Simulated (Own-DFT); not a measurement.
# Biaxial strain at fixed height in wurtzite AlGaN with randomly placed atoms, 72 atoms (Al9Ga27N36)

The numbers are computed, not measured, by runs of the plane-wave DFT program Own-DFT (in-house, retired, unreviewed) at fixed positions, with no spin and no spin-orbit coupling.

Settings: PBEsol; PseudoDojo norm-conserving scalar-relativistic files, made for PBE; cutoff 42 hartree; 4 x 4 x 3 k mesh centred on Gamma; Fermi-Dirac smearing of 0.1 eV.

Keep in mind: forces on such cells passed a denser k mesh, each cell not checked; stress not checked against mesh or cutoff.

Unstrained cell vectors in Å: (9.509, 0.000, 0.000); (-4.755, 8.235, 0.000); (0.000, 0.000, 10.268). The unstrained cell has measured lattice constants (interpolated for alloys), not those of this functional. That, the random moves and any unrelaxed bonds set the pressure at no strain. Each run strains x and y alike by e, as a substrate would, and holds the height along z. Random moves of width 0.05 Å per axis were added to every atom. The random placing of the alloy's atoms differs from row to row. Stress is positive in tension.

```
e (%)  u (Å)  (s_xx + s_yy)/2 (GPa)  s_zz (GPa)
-3.00  0.049                 -20.38       -7.49
-2.75  0.047                 -19.19       -7.39
-2.25  0.051                      ?           ?
-1.00  0.050                  -8.06       -4.53
-0.50  0.052                  -6.02       -2.58
 0.50  0.052                   0.05       -2.29
 0.75  0.047                   2.07       -2.02
 1.00  0.046                   2.89       -1.15
 1.75  0.051                   6.20       -2.39
 2.25  0.049                   7.83        0.05
```

## Fit

With e as a fraction, the in-plane stress is -2.5 + 533 e - 2419 e² GPa (errors 12 and 643, scatter 0.51), and s_zz is -3.2 + 135 e GPa (slope ± 16, scatter 0.84). At e = 0 the first slope is C11 + C12 and the second 2 C13, both with the ions held to the strained lattice and at the cell's own pressure. The term in e² is negative: the layer stiffens under compression and softens under tension. A free layer would change its height as e changes, and the in-plane slope would drop by 2 C13²/C33 to the biaxial modulus. At fixed height, a misfit of 1 % moves the in-plane stress by about 5.3 GPa and s_zz by 1.4 GPa.

## Check

Question: what are the two stresses at e = -2.25 %?

The fitted form gives -15.7 and -6.2 GPa. Computed: -16.84 and -5.37 GPa.
